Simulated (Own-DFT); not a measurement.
# Computed records: GaP (zincblende, atoms displaced)

A calculation, not a measurement: plane-wave PBE density functional theory by an unreviewed code, no spin, of a simulated periodic cell, stress positive in tension, free energy of the whole cell less one offset for each atom, forces on such cells passed a denser k mesh, this cell's mesh not checked; offsets are fitted by least squares, one for each functional and potential file, so energies compare only between cells with the same atoms and settings and are not formation energies; the far tail of each file's local potential was reset to the Coulomb form; each entry is a single point on an unrelaxed cell, so the pressure reflects the starting lattice, mostly measured values (interpolated for alloys), from which strain is counted, and rises with the displacements; printed positions are rounded, which can move forces by about a meV/angstrom; the program, named Own-DFT, is a retired in-house code; no spin-orbit coupling; before rounding, a Quantum ESPRESSO 7.3.1 run of the same cell and cutoff gave forces within 1 meV/angstrom rms on each cell, which checks the program and not the settings. Program: Own-DFT development build.

Settings shared by all entries: functional PBE; potential files PseudoDojo norm-conserving, scalar-relativistic, standard set; wave cutoff 42 hartree; occupations Fermi-Dirac; smearing width 0.1 eV; k mesh 2 x 3 x 3 centred on Gamma.

(1) GaP (zincblende, atoms displaced)

```xyz
96
Lattice="16.3515 0.0000 0.0000 0.0000 10.9010 0.0000 0.0000 0.0000 10.9010" Properties=species:S:1:pos:R:3 GaP
Ga    16.2884     0.0064     0.1562
Ga     0.2473     2.6356     2.5534
Ga     2.7218     0.0902     2.6891
Ga     2.4903     2.4678     0.1225
P      1.0239     1.3603     1.2297
P      0.9689     4.2589     4.0565
P      4.2671     1.3778     4.3037
P      4.1579     4.0267     1.2197
Ga    16.3268     0.1190     5.4511
Ga     0.2469     2.6651     8.2322
Ga     2.5110    10.8710     8.1406
Ga     2.6774     2.6712     5.5964
P      1.3790     1.2997     6.8912
P      1.2473     3.8852     9.4256
P      4.1292     1.2811     9.3951
P      4.3268     4.3086     6.8374
Ga     0.1991     5.2797    10.8165
Ga    16.3353     7.7295     2.6938
Ga     2.8637     5.5826     2.7627
Ga     2.7661     8.1843     0.0311
P      1.1464     6.8192     1.3463
P      1.2228     9.5855     3.9978
P      4.1739     7.1413     3.8302
P      3.8510     9.4253     1.2284
Ga     0.0960     5.3863     5.3954
Ga    16.1634     7.9901     8.0186
Ga     2.7444     5.4847     8.3806
Ga     2.8108     8.2378     5.6183
P      1.6294     6.7411     6.8802
P      1.2136     9.2512     9.4132
P      4.0004     6.7553     9.7321
P      3.9283     9.6359     6.9293
Ga     5.5586    10.8294     0.1053
Ga     5.3253     2.7322     2.7664
Ga     8.3177     0.0049     2.8469
Ga     8.0375     2.7927    10.8431
P      6.8635     1.4093     1.4701
P      6.9339     4.0341     4.2396
P      9.6218     1.2582     4.1026
P      9.6729     4.2860     1.4416
Ga     5.3674     0.1611     5.2296
Ga     5.5463     2.8165     8.0007
Ga     8.3575     0.1857     8.0417
Ga     8.1923     2.9111     5.2452
P      6.6127     1.3203     6.9163
P      6.9733     4.0513     9.7447
P      9.6558     1.5282     9.4724
P      9.5862     3.8899     6.6166
Ga     5.5133     5.3159    10.8776
Ga     5.3132     8.2895     2.6059
Ga     8.2031     5.2392     2.9073
Ga     8.3860     8.3180     0.0181
P      6.8608     6.7501     1.4326
P      6.8487     9.4616     4.1082
P      9.6876     6.6539     3.8973
P      9.4343     9.6271     1.3955
Ga     5.3308     5.3502     5.3058
Ga     5.5996     8.1688     8.3200
Ga     8.3200     5.4381     8.2180
Ga     8.1771     8.1729     5.4057
P      6.6487     6.9398     6.9041
P      6.8141     9.9830     9.5947
P      9.6748     6.9209     9.3959
P      9.5283     9.6314     6.5960
Ga    10.8103     0.1715    10.7671
Ga    10.5918     2.7387     2.6641
Ga    13.7431    10.8770     2.8847
Ga    13.4111     2.9328    10.4814
P     12.3084     1.3453     1.4488
P     12.1401     4.4231     4.0936
P     14.7113     1.3588     4.2089
P     14.7371     3.9647     1.4711
Ga    10.8441     0.0852     5.6125
Ga    10.7702     2.7322     8.2200
Ga    13.8733     0.0299     8.1778
Ga    13.7040     2.7676     5.5195
P     12.4746     1.2669     6.7871
P     12.4400     4.2486     9.3333
P     15.3809     1.6545     9.4859
P     15.0808     4.2666     6.8758
Ga    10.9232     5.4471     0.1713
Ga    10.8323     8.3911     2.7825
Ga    13.5114     5.5897     2.5361
Ga    13.5567     8.2437    10.8612
P     12.5803     6.7006     1.3627
P     12.5312     9.5391     3.7325
P     15.1256     7.1144     4.0338
P     15.2428     9.3205     1.4010
Ga    10.9394     5.3751     5.5229
Ga    10.8697     8.1955     8.2870
Ga    13.4651     5.4647     8.1066
Ga    13.9637     8.2679     5.5881
P     12.1210     6.8067     6.9427
P     12.0371     9.7017     9.3376
P     14.9356     6.7461     9.5263
P     14.9749     9.7658     6.6610
```

| Item | Value |
| --- | --- |
| free energy of cell above offsets | -14.443 eV |
| pressure | 8.28 GPa |
| stress xx | -7.05 GPa |
| stress yy | -8.79 GPa |
| stress zz | -9.02 GPa |
| stress yz | 1.11 GPa |
| stress xz | 1.37 GPa |
| stress xy | -0.15 GPa |

Force:
| element | x (eV/Å) | y (eV/Å) | z (eV/Å) |
| --- | --- | --- | --- |
| Ga | -1.817 | -3.504 | -3.72 |
| Ga | -4.748 | 3.663 | 4.015 |
| Ga | -0.602 | -0.425 | 0.565 |
| Ga | 3.023 | 1.56 | -2.568 |
| P | 4.748 | -1.746 | 1.147 |
| P | 5.915 | -4.617 | -4.449 |
| P | -6.824 | 5.772 | -5.653 |
| P | -2.113 | -0.639 | 1.623 |
| Ga | 0.55 | 0.43 | -1.639 |
| Ga | -1.646 | 0.116 | -6.284 |
| Ga | 1.071 | -1.45 | 2.359 |
| Ga | 0.45 | 1.474 | -0.518 |
| P | -0.771 | 0.923 | -1.893 |
| P | 5.048 | 3.896 | 3.486 |
| P | -0.83 | 0.627 | 1.308 |
| P | -3.461 | -1.635 | 1.537 |
| Ga | -2.796 | 0.433 | 1.002 |
| Ga | 2.52 | 5.843 | -1.667 |
| Ga | -1.322 | -0.699 | -0.981 |
| Ga | -3.92 | -2.17 | -2.182 |
| P | 5.106 | -2.737 | -3.305 |
| P | 1.03 | -0.36 | 0.392 |
| P | -2.656 | -3.82 | 4.761 |
| P | 3.12 | 4.175 | 2.499 |
| Ga | -2.955 | 4.784 | 4.392 |
| Ga | 0.548 | 0.305 | -0.298 |
| Ga | 0.101 | -1.253 | -0.516 |
| Ga | -0.598 | 0.249 | -1.825 |
| P | -2.296 | -0.129 | -1.06 |
| P | 0.538 | 1.956 | 0.975 |
| P | 2.119 | 0.047 | -0.428 |
| P | 2.687 | -0.188 | -0.669 |
| Ga | -2.868 | 1.959 | 1.68 |
| Ga | 1.152 | 0.205 | -0.262 |
| Ga | -2.233 | -0.315 | -0.297 |
| Ga | 3.939 | -3.421 | 3.577 |
| P | -0.118 | -0.302 | 0.359 |
| P | -5.151 | 2.631 | -3.487 |
| P | -0.495 | 1.83 | 0.701 |
| P | -3.066 | -2.006 | -0.733 |
| Ga | 5.516 | -7.158 | 5.811 |
| Ga | -0.659 | 0.63 | 2.519 |
| Ga | -0.987 | -0.181 | 0.114 |
| Ga | 2.481 | -5.768 | 3.252 |
| P | 2.562 | -0.728 | -2.39 |
| P | -2.867 | 3.209 | -5.294 |
| P | -3.469 | -1.017 | 1.877 |
| P | 0.023 | 1.682 | 2.137 |
| Ga | 0.252 | 1.86 | 0.58 |
| Ga | 3.907 | 1.688 | -2.485 |
| Ga | -0.375 | 2.105 | -1.589 |
| Ga | -2.422 | -1.373 | -1.216 |
| P | 0.009 | 0.299 | -0.483 |
| P | -1.23 | 1.467 | -1.029 |
| P | -0.604 | 1.661 | 2.103 |
| P | 2.105 | 0.665 | -0.41 |
| Ga | 1.492 | 3.189 | -1.549 |
| Ga | -1.967 | 2.265 | 1.434 |
| Ga | -0.932 | -0.195 | -0.904 |
| Ga | 0.241 | -1.485 | -0.025 |
| P | 2.277 | -2.201 | -1.755 |
| P | 3.021 | -3.985 | -2.464 |
| P | -2.118 | -2.283 | 3.454 |
| P | -0.875 | -1.872 | 2.394 |
| Ga | 1.323 | -0.901 | 2.292 |
| Ga | 3.175 | -0.658 | 0.711 |
| Ga | 2.142 | 1.726 | -4.372 |
| Ga | 3.598 | -4.15 | 4.798 |
| P | -0.601 | 0.835 | -1.685 |
| P | 2.367 | -3.503 | -1.754 |
| P | 3.879 | 0.776 | -0.619 |
| P | 1.817 | -0.24 | -1.377 |
| Ga | 3.054 | 0.499 | -1.645 |
| Ga | 3.782 | 1.754 | -2.539 |
| Ga | -0.815 | 1.025 | 1.478 |
| Ga | -1.188 | 2.472 | 0.301 |
| P | -1.626 | 1.129 | 0.869 |
| P | -7.049 | -0.48 | 0.622 |
| P | -5.422 | -3.977 | 3.204 |
| P | -0.321 | -1.42 | -0.144 |
| Ga | 2.313 | 1.907 | -2.326 |
| Ga | 0.783 | -1.116 | -0.706 |
| Ga | 5.267 | -5.569 | 7.209 |
| Ga | 0.674 | 0.543 | -0.517 |
| P | -6.952 | 6.724 | -6.183 |
| P | -3.912 | -3.478 | 4.746 |
| P | -5.021 | -5.021 | 5.751 |
| P | -2.314 | 1.522 | -0.23 |
| Ga | -1.213 | 2.037 | 1.007 |
| Ga | 0.962 | 1.638 | -3.299 |
| Ga | 3.799 | 2.809 | -2.11 |
| Ga | -3.44 | -1.556 | -1.791 |
| P | 0.932 | 1.352 | -1.729 |
| P | 2.681 | 0.527 | 1.663 |
| P | -0.178 | -0.19 | -0.104 |
| P | 1.749 | -0.958 | 2.454 |

(2) GaP (zincblende, atoms displaced)

```xyz
96
Lattice="16.3515 0.0000 0.0000 0.0000 10.9010 0.0000 0.0000 0.0000 10.9010" Properties=species:S:1:pos:R:3 GaP
Ga    16.1254     0.3489     0.0489
Ga     0.2349     2.6422     2.5292
Ga     2.5308    10.8390     2.6980
Ga     2.5886     2.3150     0.1617
P      1.3815     1.1429     1.1603
P      1.4871     3.9964     4.0783
P      4.1207     1.5274     3.7788
P      4.1313     4.2070     1.5184
Ga     0.1327    10.8549     5.4652
Ga     0.0587     2.4262     8.0697
Ga     2.8285    10.6382     8.2233
Ga     2.7984     2.7480     5.1672
P      1.3123     1.3928     6.4489
P      1.4361     4.0853     9.5147
P      4.0898     1.1896     9.8757
P      3.8497     4.1176     6.8960
Ga     0.1052     5.5295    10.8249
Ga    16.3078     8.0890     2.7722
Ga     2.8577     5.5116     2.8114
Ga     2.5993     7.9273     0.0387
P      1.2791     6.8647     1.1740
P      1.3500     9.1337     4.1592
P      4.2714     6.9170     4.1661
P      3.8548     9.4519     1.4424
Ga     0.1980     5.4566     5.4399
Ga    16.3175     8.0862     8.3864
Ga     2.5350     5.5116     8.1416
Ga     2.8755     8.1785     5.2300
P      1.3834     6.7893     6.9892
P      1.5381     9.7900     9.5549
P      4.0211     7.1503     9.5450
P      4.2772     9.5389     6.6820
Ga     5.4894     0.0993    10.7618
Ga     5.1135     2.5830     2.7018
Ga     8.0451    10.8335     3.0065
Ga     8.0089     2.7736     0.0379
P      6.7179     1.6509     1.1667
P      6.8867     3.9610     3.9839
P      9.7081     1.5476     3.8519
P      9.8514     4.2807     1.2359
Ga     5.6351     0.1160     5.4872
Ga     5.2725     2.5707     8.2366
Ga     8.2749    10.8964     7.9663
Ga     8.0341     2.6649     5.5402
P      6.6588     1.2841     6.7160
P      6.9975     4.1999     9.6610
P      9.6393     1.2627     9.7560
P      9.5004     4.2519     6.8805
Ga     5.7160     5.2835     0.0438
Ga     5.4170     8.4411     2.5483
Ga     7.7777     5.4005     2.7013
Ga     7.9607     8.3513    10.7899
P      7.0064     6.9023     1.3564
P      7.1206     9.5523     3.9671
P      9.5887     7.0239     3.9754
P      9.4989     9.4443     1.2036
Ga     5.5632     5.2296     5.7032
Ga     5.4507     8.0566     8.3644
Ga     8.3430     5.3022     8.1780
Ga     8.3762     8.2507     5.4476
P      6.8049     6.6792     6.9091
P      6.8283     9.5001     9.5990
P      9.5440     6.5074     9.7696
P      9.4865     9.3429     6.8168
Ga    10.9443    10.8697     0.1564
Ga    10.9361     2.6274     2.9391
Ga    13.5612    10.7706     2.8748
Ga    13.7197     2.6436    10.8764
P     12.3440     1.5004     1.1170
P     11.9960     4.0401     4.3098
P     14.8455     1.4629     4.0030
P     15.1243     3.6532     1.2481
Ga    10.7582    10.8401     5.4215
Ga    10.8452     2.6107     8.2923
Ga    13.4917    10.8855     8.0646
Ga    13.7718     2.7377     5.4200
P     12.2082     1.3155     6.7228
P     12.3226     4.0891     9.5820
P     14.9173     1.5048     9.9463
P     14.8227     4.3622     6.8457
Ga    10.8345     5.3636    10.8324
Ga    10.9110     8.1684     2.8682
Ga    13.6699     5.3200     2.6887
Ga    13.6800     8.0605     0.0566
P     12.1750     6.8876     1.6104
P     11.9670     9.2067     4.1441
P     14.6817     6.9011     4.1940
P     14.9835     9.3432     1.3808
Ga    11.0159     5.2913     5.3827
Ga    10.7154     8.1328     8.2284
Ga    13.4328     5.4672     8.2552
Ga    13.6031     7.9263     5.9061
P     12.5201     6.8848     7.0793
P     12.2921     9.4256     9.6381
P     15.1786     6.7110     9.6883
P     14.9669     9.3742     6.6235
```

| Quantity | Value |
| --- | --- |
| free energy of cell above offsets | -6.781 eV |
| pressure | 10.01 GPa |
| stress xx | -10.55 GPa |
| stress yy | -9.78 GPa |
| stress zz | -9.7 GPa |
| stress yz | 2.82 GPa |
| stress xz | 1.9 GPa |
| stress xy | -1.14 GPa |

Force:
| element | x (eV/Å) | y (eV/Å) | z (eV/Å) |
| --- | --- | --- | --- |
| Ga | 2.025 | -6.832 | 1.753 |
| Ga | -0.203 | -0.515 | 1.836 |
| Ga | 0.647 | -0.997 | 1.225 |
| Ga | 3.795 | 6.643 | -3.271 |
| P | -2.365 | -2.154 | 5.387 |
| P | -2.067 | 2.243 | -2.075 |
| P | -6.766 | -9.466 | 8.589 |
| P | -0.278 | -0.631 | -2.235 |
| Ga | -2.533 | -2.184 | -1.98 |
| Ga | -1.047 | 2.243 | 0.879 |
| Ga | 2.456 | 2.396 | -3.127 |
| Ga | 1.245 | -0.844 | 2.465 |
| P | 2.496 | 0.614 | 2.372 |
| P | -0.307 | -2.035 | 0.616 |
| P | -3.119 | 2.729 | -5.241 |
| P | 1.486 | -1.509 | -0.655 |
| Ga | 0.567 | -4.104 | 1.149 |
| Ga | -1.13 | -0.907 | -0.421 |
| Ga | -0.717 | 1.145 | 0.064 |
| Ga | 1.513 | 4.131 | -1.124 |
| P | -1.053 | -2.044 | 4.739 |
| P | -1.531 | 4.104 | -1.152 |
| P | 1.346 | -1.787 | -1.015 |
| P | 0.346 | 1.249 | -1.777 |
| Ga | -1.798 | 0.405 | 0.257 |
| Ga | 0.947 | 1.975 | -1.246 |
| Ga | 2.58 | -0.95 | 2.391 |
| Ga | 0.997 | -0.671 | 3.545 |
| P | -1.306 | 2.644 | -3.051 |
| P | -4.33 | -2.894 | 2.738 |
| P | -0.885 | -4.745 | 0.638 |
| P | -0.481 | -0.234 | 0.469 |
| Ga | 3.441 | -3.463 | 3.608 |
| Ga | 8.607 | 7.777 | -7.6 |
| Ga | 6.488 | 8.084 | -7.548 |
| Ga | 4.929 | 1.14 | -0.768 |
| P | -2.189 | -3.709 | 3.775 |
| P | -2.467 | -1.452 | 1.9 |
| P | -7.928 | -6.923 | 6.116 |
| P | -5.364 | -5.074 | 5.709 |
| Ga | -3.343 | -3.944 | -4.748 |
| Ga | -0.049 | 1.146 | 0.699 |
| Ga | -0.242 | 0.283 | 2.071 |
| Ga | 2.103 | 1.178 | -0.812 |
| P | 3.196 | 3.399 | 4.361 |
| P | -0.814 | -1.717 | -3.534 |
| P | -2.111 | 0.757 | -1.913 |
| P | 2.414 | -4.019 | -2.698 |
| Ga | -2.521 | 2.568 | 1.683 |
| Ga | 1.522 | -1.963 | 1.33 |
| Ga | 4.179 | 0.88 | -0.374 |
| Ga | 4.27 | -3.362 | 2.594 |
| P | -2.778 | 0.873 | -0.538 |
| P | -7.156 | -6.355 | 5.994 |
| P | -2.553 | -4.523 | 2.355 |
| P | 0.084 | 0.601 | 1.976 |
| Ga | -0.634 | 0.178 | -1.466 |
| Ga | 2.169 | 1.737 | -2.887 |
| Ga | -2.491 | 3.019 | 2.274 |
| Ga | -2.516 | -2.776 | -1.499 |
| P | 1.144 | 1.25 | 0.376 |
| P | -2.412 | 3.203 | -3.972 |
| P | -2.988 | 4.825 | -3.646 |
| P | 1.31 | 2.959 | 1.292 |
| Ga | 0.703 | -0.922 | -0.308 |
| Ga | 5.782 | 5.663 | -6.944 |
| Ga | -0.646 | -0.446 | -0.935 |
| Ga | -5.561 | 5.84 | 1.639 |
| P | -1.894 | -1.954 | 4.006 |
| P | 6.207 | -4.354 | -4.558 |
| P | 2.427 | -1.6 | -0.682 |
| P | 0.217 | 4.903 | 1.142 |
| Ga | 0.652 | 0.023 | -0.649 |
| Ga | 0.356 | 0.701 | -0.568 |
| Ga | 0.777 | -1.122 | 0.919 |
| Ga | -1.49 | 1.403 | 1.503 |
| P | -0.161 | 0.678 | 0.135 |
| P | -0.401 | -1.017 | 0.261 |
| P | 1.802 | -2.475 | -10.65 |
| P | 1.921 | -2.436 | -0.766 |
| Ga | 6.246 | 1.649 | -0.668 |
| Ga | -2.615 | -0.486 | -5.917 |
| Ga | -0.448 | -0.233 | 0.345 |
| Ga | -0.85 | -0.672 | 0.178 |
| P | 1.625 | -2.03 | -2.752 |
| P | 5.016 | 5.131 | 4.693 |
| P | 2.559 | -1.626 | -1.133 |
| P | 0.471 | 2.643 | 0.422 |
| Ga | -4.345 | 6.382 | 4.277 |
| Ga | 1.613 | -1.33 | 1.864 |
| Ga | 2.692 | -1.447 | 2.153 |
| Ga | 2.369 | 3.554 | -6.361 |
| P | -8.293 | -2.324 | 2.272 |
| P | -0.468 | 0.583 | -0.823 |
| P | -4.066 | 0.952 | -1.602 |
| P | 1.973 | 2.773 | 2.655 |
